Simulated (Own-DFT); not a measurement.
# Biaxial strain at fixed height in wurtzite AlN, 72 atoms (Al36N36)

No measurement is shown. These are fixed-geometry runs of a retired plane-wave code named Own-DFT, which no person has reviewed; spin and spin-orbit coupling are neglected.

All runs used: PBE; PseudoDojo norm-conserving scalar-relativistic files; cutoff 42 hartree; 3 x 3 x 2 k mesh centred on Gamma; Fermi-Dirac smearing of 0.1 eV.

Limits: forces on such cells moved up to 12 meV/angstrom on a denser k mesh; stress not checked against mesh or cutoff.

Unstrained cell vectors in Å: (9.336, 0.000, 0.000); (-4.668, 8.085, 0.000); (0.000, 0.000, 9.964). The unstrained cell has measured lattice constants (interpolated for alloys), not those of this functional. That, the random moves and any unrelaxed bonds set the pressure at no strain. Each run strains x and y alike by e, as a substrate would, and holds the height along z. Random moves of width 0.05 Å per axis were added to every atom. Stress is positive in tension.

| e (%) | u (Å) | (s_xx + s_yy)/2 (GPa) | s_zz (GPa) |
|---|---|---|---|
| -2.75 | 0.049 | -23.46 | -10.91 |
| -2.50 | 0.048 | -22.46 | -9.25 |
| -2.25 | 0.045 | ? | ? |
| -2.00 | 0.051 | -19.04 | -7.97 |
| -1.25 | 0.049 | -13.63 | -6.33 |
| -0.75 | 0.051 | -11.41 | -5.12 |
| -0.25 | 0.052 | -6.84 | -6.52 |
| 0.75 | 0.050 | -1.57 | -3.02 |
| 1.50 | 0.050 | 2.67 | -3.03 |
| 1.75 | 0.047 | 4.53 | -4.03 |

## Working it out

With e as a fraction, the in-plane stress is -6.0 + 615 e - 1174 e² GPa (errors 13 and 855, scatter 0.50), and s_zz is -5.3 + 152 e GPa (slope ± 23, scatter 1.11). At e = 0 the first slope is C11 + C12 and the second 2 C13, both with the ions held to the strained lattice and at the cell's own pressure. A free layer would change its height as e changes, and the in-plane slope would drop by 2 C13²/C33 to the biaxial modulus. At fixed height, a misfit of 1 % moves the in-plane stress by about 6.2 GPa and s_zz by 1.5 GPa.

## The run left out

Asked: what are the two stresses at e = -2.25 %?

Estimate: -20.5 and -8.7 GPa. The calculation gave -20.11 and -9.68 GPa.
